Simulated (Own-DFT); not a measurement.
# Computed records: Hf₃₂O₆₃ (monoclinic hafnia with one neutral oxygen vacancy, atoms displaced)

A calculation, not a measurement: plane-wave PBE and HSE06 DFT by an unreviewed code, no spin, of a simulated cell at Gamma alone, so results move with cell size and shape, stress positive in tension, energies less offsets, not probed for a lower state with spin; hafnium file: forces about 75 meV/angstrom off all-electron values; oxygen file: force components 24 meV/angstrom off all-electron in a glass; k mesh not checked against a denser one; forces and stress are PBE's, HSE06 gives the energy alone, and its difference from PBE has offsets of its own; offsets are fitted by least squares, one for each functional and potential file, so energies compare only between cells with the same atoms and settings and are not formation energies; the far tail of each file's local potential was reset to the Coulomb form; each entry is a single point on an unrelaxed cell, so the pressure reflects the starting lattice, mostly measured values, from which strain is counted, and rises with the displacements; printed positions are rounded, which can move forces by about a meV/angstrom; the program is a retired in-house code; no spin-orbit coupling. Program: Own-DFT development build.

Settings shared by all entries: first functional PBE; second functional HSE06; exact exchange share 0.25; screening 0.11 1/bohr; exchange divergence Gygi-Baldereschi; potential files PseudoDojo norm-conserving, scalar-relativistic, made for PBE, standard set; wave cutoff 48 hartree; occupations fixed; k mesh 1 x 1 x 1 centred on Gamma.

(1) 
```cif
# cell vector a (Å): 10.2340 0.0000 0.0000
# cell vector b (Å): 0.0000 10.3500 0.0000
# cell vector c (Å): -1.6955 0.0000 10.4453
data_Hf32O63
_symmetry_space_group_name_H-M 'P 1'
_symmetry_Int_Tables_number 1
_cell_length_a 10.2340
_cell_length_b 10.3500
_cell_length_c 10.5820
_cell_angle_alpha 90.000
_cell_angle_beta 99.220
_cell_angle_gamma 90.000
_cell_volume 1106.39
loop_
_atom_site_label
_atom_site_type_symbol
_atom_site_fract_x
_atom_site_fract_y
_atom_site_fract_z
_atom_site_occupancy
Hf1 Hf 0.14112 0.01447 0.10886 1
Hf2 Hf 0.36473 0.27966 0.14833 1
Hf3 Hf 0.35991 0.47806 0.39368 1
Hf4 Hf 0.13729 0.23036 0.35292 1
O1 O 0.03746 0.17162 0.17193 1
O2 O 0.46483 0.42107 0.07558 1
O3 O 0.44943 0.34401 0.32659 1
O4 O 0.03769 0.08532 0.42362 1
O5 O 0.21568 0.37459 0.23727 1
O6 O 0.27338 0.12470 0.00579 1
O7 O 0.22629 0.37389 0.48974 1
Hf5 Hf 0.14099 0.01693 0.59593 1
Hf6 Hf 0.36165 0.27412 0.63735 1
Hf7 Hf 0.36293 0.47810 0.90098 1
Hf8 Hf 0.14167 0.23285 0.85397 1
O8 O 0.03444 0.16191 0.67090 1
O9 O 0.46377 0.40921 0.57948 1
O10 O 0.46698 0.32660 0.82813 1
O11 O 0.04387 0.07795 0.90926 1
O12 O 0.22077 0.38130 0.73741 1
O13 O 0.27096 0.12951 0.51105 1
O14 O 0.28212 0.12326 0.76118 1
O15 O 0.22541 0.37454 0.98990 1
Hf9 Hf 0.13745 0.52497 0.10200 1
Hf10 Hf 0.37245 0.77428 0.14967 1
Hf11 Hf 0.36864 0.98043 0.40454 1
Hf12 Hf 0.13454 0.72596 0.34644 1
O16 O 0.02961 0.65991 0.17144 1
O17 O 0.46216 0.91255 0.07519 1
O18 O 0.47344 0.83073 0.32953 1
O19 O 0.04021 0.58502 0.42853 1
O20 O 0.22055 0.87624 0.23615 1
O21 O 0.27643 0.62745 0.00351 1
O22 O 0.28263 0.61166 0.26716 1
O23 O 0.22438 0.86039 0.49200 1
Hf13 Hf 0.13100 0.51889 0.60079 1
Hf14 Hf 0.35655 0.76327 0.63901 1
Hf15 Hf 0.36633 0.98332 0.89559 1
Hf16 Hf 0.13326 0.72271 0.85179 1
O24 O 0.02926 0.67243 0.66843 1
O25 O 0.46064 0.91154 0.57923 1
O26 O 0.45071 0.82772 0.81985 1
O27 O 0.03671 0.57772 0.92119 1
O28 O 0.22091 0.88202 0.74342 1
O29 O 0.27666 0.62589 0.51113 1
O30 O 0.28237 0.61413 0.75871 1
O31 O 0.22428 0.87204 0.98924 1
Hf17 Hf 0.63678 0.02220 0.10194 1
Hf18 Hf 0.86467 0.26913 0.15262 1
Hf19 Hf 0.85965 0.47856 0.39677 1
Hf20 Hf 0.63569 0.23464 0.34490 1
O32 O 0.52812 0.16638 0.16425 1
O33 O 0.95652 0.42556 0.08172 1
O34 O 0.95972 0.32901 0.32484 1
O35 O 0.54181 0.08671 0.42138 1
O36 O 0.71984 0.38235 0.23783 1
O37 O 0.77209 0.13480 0.01142 1
O38 O 0.77275 0.12499 0.25844 1
O39 O 0.72383 0.37114 0.49443 1
Hf21 Hf 0.63673 0.02188 0.60373 1
Hf22 Hf 0.86016 0.27310 0.64413 1
Hf23 Hf 0.86417 0.48473 0.90063 1
Hf24 Hf 0.64058 0.22572 0.85367 1
O40 O 0.52903 0.16226 0.67153 1
O41 O 0.95901 0.41523 0.57224 1
O42 O 0.96513 0.33486 0.82338 1
O43 O 0.53862 0.08149 0.92350 1
O44 O 0.72627 0.37998 0.74676 1
O45 O 0.76863 0.12346 0.51107 1
O46 O 0.77472 0.11532 0.75902 1
O47 O 0.71698 0.36535 0.98848 1
Hf25 Hf 0.63159 0.51985 0.09986 1
Hf26 Hf 0.85815 0.76822 0.13357 1
Hf27 Hf 0.86505 0.97946 0.39384 1
Hf28 Hf 0.63593 0.73972 0.35167 1
O48 O 0.53892 0.66033 0.16361 1
O49 O 0.96038 0.92693 0.08121 1
O50 O 0.96124 0.83851 0.32676 1
O51 O 0.54108 0.58326 0.43079 1
O52 O 0.73144 0.87701 0.24235 1
O53 O 0.77511 0.64062 0.00582 1
O54 O 0.77319 0.61380 0.26675 1
O55 O 0.72969 0.86738 0.49744 1
Hf29 Hf 0.64571 0.52219 0.60355 1
Hf30 Hf 0.85576 0.77580 0.64816 1
Hf31 Hf 0.86744 0.98082 0.89947 1
Hf32 Hf 0.63298 0.72531 0.85199 1
O56 O 0.53520 0.65830 0.67273 1
O57 O 0.96705 0.91517 0.57900 1
O58 O 0.96284 0.83724 0.82191 1
O59 O 0.53651 0.58459 0.92838 1
O60 O 0.73139 0.87449 0.74741 1
O61 O 0.77391 0.62812 0.50855 1
O62 O 0.77560 0.62281 0.76342 1
O63 O 0.73400 0.87661 0.99018 1
_calc_PBE_energy_of_cell_above_offsets '-90.724'  # eV
_calc_HSE06_less_PBE_above_offsets '0.041'  # eV
_calc_PBE_pressure 5.52  # GPa
_calc_PBE_stress_xx -5.79  # GPa
_calc_PBE_stress_yy -5.32  # GPa
_calc_PBE_stress_zz -5.44  # GPa
_calc_PBE_stress_yz 0.51  # GPa
_calc_PBE_stress_xz -0.45  # GPa
_calc_PBE_stress_xy -0.45  # GPa
```

Force:
```
element  x (eV/Å)  y (eV/Å)  z (eV/Å)
     Hf     0.142     1.369    -1.779
     Hf    -1.858     -1.41    -1.547
     Hf     -0.82     2.046     3.022
     Hf     0.308    -0.204     0.234
      O     0.497    -0.763    -0.364
      O    -0.557    -0.856     0.971
      O     3.667    -3.366    -1.256
      O    -0.766    -0.303    -0.941
      O     0.046     0.368    -0.387
      O     0.421     1.081     1.844
      O    -0.786    -0.395    -0.688
     Hf    -1.307      0.06     3.048
     Hf    -0.914    -0.716     2.642
     Hf     0.182    -0.297    -2.757
     Hf    -0.174    -1.388    -1.212
      O    -0.085     0.643    -0.323
      O      1.71     1.526     -0.78
      O    -0.781     0.935     0.322
      O    -1.046    -0.139     1.244
      O     0.178    -0.487     0.144
      O     1.389    -0.279    -1.403
      O    -0.269     0.022    -0.209
      O    -0.116    -0.252     0.496
     Hf     0.376    -1.589     0.329
     Hf    -1.662    -1.256    -1.686
     Hf    -0.907    -0.023    -0.554
     Hf    -0.278     0.443     1.594
      O     0.247     0.847     0.044
      O      1.48     0.729     0.556
      O    -2.465     1.647    -0.492
      O    -1.109     -0.26    -1.536
      O     1.121    -0.238     1.073
      O    -0.245     0.516     1.391
      O    -0.868     1.771    -1.998
      O     0.043     0.951    -1.188
     Hf     1.083       0.6     1.378
     Hf    -0.376    -0.067     1.954
     Hf    -2.104    -0.649    -1.596
     Hf     1.405     2.339    -1.095
      O     1.039    -1.254     0.536
      O     1.037     0.972    -0.685
      O     1.859    -0.162     1.066
      O     0.018     0.371     0.108
      O     0.033    -0.518    -0.926
      O    -0.295    -0.336    -0.507
      O    -1.105     0.657    -0.069
      O    -0.169    -0.693     0.554
     Hf     0.927    -0.128    -0.276
     Hf    -0.294     0.624    -2.029
     Hf    -0.178     0.677    -0.409
     Hf     0.278    -0.054      1.35
      O     0.094     0.459     1.113
      O     0.512    -0.074    -0.029
      O     0.078     0.643     1.095
      O    -1.712    -0.647     -0.57
      O    -0.371    -1.035     0.663
      O     0.418    -0.877     0.282
      O    -0.354    -0.341     0.281
      O    -0.282    -0.696    -1.258
     Hf     0.442     -0.08     1.351
     Hf     0.557    -1.561     1.133
     Hf    -1.136    -2.152    -0.991
     Hf    -0.197      0.99    -0.419
      O     0.783    -0.536    -0.356
      O     0.665     0.211     0.382
      O    -0.108      0.46      0.55
      O    -0.036     -0.59     0.236
      O     0.138    -0.036    -0.797
      O     0.886     1.033    -0.426
      O    -0.171     0.421    -0.024
      O     0.618     1.216     0.495
     Hf     2.885     -0.88     0.532
     Hf     0.054     1.487     2.604
     Hf     -0.13     0.171     1.473
     Hf     3.011    -3.425     1.519
      O    -1.672     2.392      1.46
      O      0.51    -0.758     0.525
      O     1.642    -1.423     -0.48
      O    -0.791     0.333    -1.389
      O    -1.174     0.349    -0.866
      O    -0.227    -1.654    -0.194
      O     0.346     1.272    -1.308
      O    -0.976     0.611      -1.3
     Hf    -1.172    -0.416      0.49
     Hf     1.193    -0.573     -0.44
     Hf     0.623     0.793    -1.474
     Hf    -0.347     1.391    -0.867
      O     -0.25     0.688      0.36
      O     -0.13     0.341    -0.921
      O     0.866    -0.753     1.327
      O    -0.342    -0.104    -0.942
      O     -1.73     0.836    -0.618
      O      0.64     0.183     0.522
      O     0.178    -0.256    -0.099
      O    -1.783    -0.517     0.168
```

(2) 
```cif
# cell vector a (Å): 10.2340 0.0000 0.0000
# cell vector b (Å): 0.0000 10.3500 0.0000
# cell vector c (Å): -1.6955 0.0000 10.4453
data_Hf32O63
_symmetry_space_group_name_H-M 'P 1'
_symmetry_Int_Tables_number 1
_cell_length_a 10.2340
_cell_length_b 10.3500
_cell_length_c 10.5820
_cell_angle_alpha 90.000
_cell_angle_beta 99.220
_cell_angle_gamma 90.000
_cell_volume 1106.39
loop_
_atom_site_label
_atom_site_type_symbol
_atom_site_fract_x
_atom_site_fract_y
_atom_site_fract_z
_atom_site_occupancy
Hf1 Hf 0.13924 0.02202 0.10470 1
Hf2 Hf 0.35795 0.27028 0.14431 1
Hf3 Hf 0.36249 0.47930 0.39309 1
Hf4 Hf 0.13571 0.23421 0.35614 1
O1 O 0.03181 0.16685 0.16923 1
O2 O 0.45708 0.41911 0.07737 1
O3 O 0.46283 0.33135 0.32241 1
O4 O 0.03820 0.08119 0.42151 1
O5 O 0.22417 0.37787 0.23980 1
O6 O 0.27042 0.12854 0.00987 1
O7 O 0.27087 0.12252 0.25906 1
O8 O 0.22245 0.37065 0.48628 1
Hf5 Hf 0.13793 0.01897 0.60313 1
Hf6 Hf 0.35898 0.26863 0.64878 1
Hf7 Hf 0.36085 0.48475 0.89653 1
Hf8 Hf 0.13447 0.22729 0.85393 1
O9 O 0.03654 0.16287 0.67696 1
O10 O 0.46176 0.41633 0.57627 1
O11 O 0.46394 0.33072 0.82206 1
O12 O 0.03658 0.07925 0.92378 1
O13 O 0.22657 0.37752 0.74169 1
O14 O 0.27643 0.12422 0.51206 1
O15 O 0.27277 0.12096 0.75773 1
O16 O 0.23065 0.37474 0.99101 1
Hf9 Hf 0.14122 0.51701 0.10751 1
Hf10 Hf 0.36234 0.76794 0.14557 1
Hf11 Hf 0.36253 0.98030 0.40117 1
Hf12 Hf 0.13875 0.72390 0.35324 1
O17 O 0.03805 0.66792 0.18078 1
O18 O 0.46617 0.91990 0.07909 1
O19 O 0.46389 0.83095 0.33136 1
O20 O 0.03632 0.58652 0.42020 1
O21 O 0.22419 0.88249 0.23817 1
O22 O 0.27100 0.62614 0.00446 1
O23 O 0.27552 0.61867 0.26126 1
O24 O 0.22484 0.86817 0.49124 1
Hf13 Hf 0.13451 0.51785 0.60462 1
Hf14 Hf 0.36217 0.77266 0.64535 1
Hf15 Hf 0.36262 0.97727 0.89710 1
Hf16 Hf 0.13481 0.72813 0.85000 1
O25 O 0.03984 0.66833 0.67043 1
O26 O 0.46455 0.91885 0.57776 1
O27 O 0.46166 0.83339 0.82780 1
O28 O 0.03895 0.58363 0.92329 1
O29 O 0.22586 0.87685 0.73984 1
O30 O 0.27258 0.63094 0.50901 1
O31 O 0.27527 0.62787 0.75986 1
O32 O 0.22058 0.86933 0.99616 1
Hf17 Hf 0.63971 0.01981 0.10571 1
Hf18 Hf 0.85802 0.26820 0.14333 1
Hf19 Hf 0.86213 0.47366 0.39551 1
Hf20 Hf 0.63724 0.23459 0.34879 1
O33 O 0.54105 0.16967 0.17149 1
O34 O 0.96297 0.41758 0.08207 1
O35 O 0.96645 0.33344 0.32650 1
O36 O 0.53695 0.08827 0.42724 1
O37 O 0.72707 0.37744 0.24350 1
O38 O 0.77278 0.13056 0.00777 1
O39 O 0.77864 0.12059 0.25961 1
O40 O 0.72314 0.36749 0.49104 1
Hf21 Hf 0.64314 0.02256 0.60400 1
Hf22 Hf 0.85852 0.26535 0.64445 1
Hf23 Hf 0.86169 0.48085 0.89861 1
Hf24 Hf 0.63972 0.23079 0.85358 1
O41 O 0.54098 0.17063 0.67415 1
O42 O 0.96323 0.41635 0.57813 1
O43 O 0.96188 0.33228 0.82892 1
O44 O 0.53881 0.08093 0.91886 1
O45 O 0.72040 0.37453 0.73627 1
O46 O 0.77046 0.12557 0.50869 1
O47 O 0.77292 0.12650 0.75867 1
O48 O 0.72333 0.37257 0.98509 1
Hf25 Hf 0.63863 0.52012 0.10171 1
Hf26 Hf 0.86082 0.77214 0.14432 1
Hf27 Hf 0.86342 0.98452 0.39298 1
Hf28 Hf 0.63028 0.72676 0.35246 1
O49 O 0.54187 0.66524 0.17752 1
O50 O 0.95706 0.91552 0.07618 1
O51 O 0.53285 0.58138 0.42219 1
O52 O 0.72989 0.88007 0.24086 1
O53 O 0.77755 0.62467 0.00652 1
O54 O 0.77920 0.62415 0.25874 1
O55 O 0.72407 0.86592 0.48742 1
Hf29 Hf 0.63223 0.52365 0.60739 1
Hf30 Hf 0.86130 0.77425 0.64449 1
Hf31 Hf 0.86391 0.97930 0.89823 1
Hf32 Hf 0.63965 0.73318 0.85822 1
O56 O 0.53809 0.66346 0.67293 1
O57 O 0.96175 0.91482 0.57770 1
O58 O 0.96412 0.83268 0.82480 1
O59 O 0.53523 0.58358 0.92242 1
O60 O 0.71950 0.88020 0.74214 1
O61 O 0.77361 0.62887 0.51250 1
O62 O 0.77884 0.62041 0.75938 1
O63 O 0.72694 0.86960 0.99491 1
_calc_PBE_energy_of_cell_above_offsets '-94.168'  # eV
_calc_HSE06_less_PBE_above_offsets '-0.159'  # eV
_calc_PBE_pressure 4.05  # GPa
_calc_PBE_stress_xx -4.14  # GPa
_calc_PBE_stress_yy -3.98  # GPa
_calc_PBE_stress_zz -4.04  # GPa
_calc_PBE_stress_yz 0.04  # GPa
_calc_PBE_stress_xz -0.14  # GPa
_calc_PBE_stress_xy -0.27  # GPa
```

Force:
```
element  x (eV/Å)  y (eV/Å)  z (eV/Å)
     Hf     -0.62    -0.609     0.782
     Hf     0.531    -0.365      0.01
     Hf    -0.083    -0.483     1.056
     Hf     0.616    -1.187    -0.618
      O    -0.189     0.263      0.12
      O     1.459     0.504      0.31
      O    -0.048     0.414     0.311
      O    -0.344     0.071    -0.034
      O    -0.194    -0.034    -0.103
      O      0.61     0.171    -0.047
      O     0.385     0.153     0.287
      O    -0.132     0.064     0.429
     Hf     0.177    -0.436      0.27
     Hf     1.316      0.03    -0.368
     Hf     0.205    -0.894    -0.787
     Hf     0.238     0.501     0.146
      O    -0.636     0.194    -0.591
      O    -0.275    -0.047    -0.189
      O    -0.262     0.766     1.037
      O    -0.352     0.143      -0.4
      O    -0.635     0.492    -0.246
      O    -0.098     0.485    -0.004
      O      0.22    -0.388     0.622
      O    -1.207    -0.756    -0.202
     Hf    -0.921     0.776    -0.742
     Hf     -0.54     0.834     0.079
     Hf     0.077     0.295    -0.689
     Hf    -0.193     1.533     0.411
      O    -0.335    -0.197    -1.126
      O     -0.45    -0.737     0.194
      O    -0.424      0.14    -0.545
      O    -1.055    -1.094     0.502
      O     0.457    -0.664     0.382
      O      0.77     0.646     1.157
      O     0.616     0.198    -0.674
      O    -0.164     0.376    -0.132
     Hf     0.655     0.723    -0.222
     Hf    -0.173    -0.478    -0.299
     Hf    -0.009     0.585    -0.146
     Hf     0.338     0.267      0.64
      O    -0.798     0.048    -0.232
      O     0.268    -0.138     0.292
      O     0.719    -0.401     0.299
      O    -0.862    -0.594      0.17
      O    -0.294     0.643      0.02
      O      0.55    -0.593     0.313
      O     0.414    -0.999     0.052
      O     0.647    -0.142    -0.779
     Hf    -0.018     0.231    -0.358
     Hf     0.854     0.112    -0.048
     Hf    -0.381     1.766     0.413
     Hf    -0.543     -0.96     1.221
      O    -0.676     0.048    -0.568
      O     0.284     0.163    -0.136
      O    -0.315     -0.03     0.108
      O    -0.613    -0.288    -0.719
      O    -0.255     0.446    -0.877
      O     0.434    -0.206     0.323
      O    -0.004     0.402    -0.047
      O     0.311     0.125    -0.478
     Hf    -1.359     0.017         0
     Hf    -0.237     0.957     0.367
     Hf      0.52     0.026    -1.012
     Hf    -0.759    -0.046    -0.616
      O    -0.762    -0.431    -0.646
      O     0.128    -0.295    -0.082
      O     0.369    -0.248    -0.002
      O     -0.78    -0.502     0.328
      O     0.353     0.701     0.176
      O      1.25     0.419    -0.009
      O      1.06    -1.052     0.312
      O    -0.227     0.087     0.914
     Hf     0.062    -0.215     0.307
     Hf     0.458    -0.772     1.303
     Hf    -0.205    -1.812     0.102
     Hf     2.216     0.185     1.396
      O    -1.215     0.153    -1.347
      O     1.301     0.777     0.124
      O    -0.067    -0.084     -0.08
      O    -0.079     0.212      0.04
      O    -0.412      0.52     0.472
      O    -0.233    -0.903      0.18
      O    -0.053     0.884     0.197
     Hf     1.528    -1.262    -0.429
     Hf    -0.525     -1.39    -0.485
     Hf    -0.216    -0.087    -0.423
     Hf     0.218    -0.538    -0.886
      O    -1.201     1.462     0.632
      O     0.763         1     -0.49
      O    -0.361     0.486     0.273
      O      0.13     0.267     0.236
      O     0.415    -0.028     0.083
      O    -0.029    -0.467    -0.261
      O    -0.304     0.139     0.599
      O      -0.8    -0.049    -0.819
```
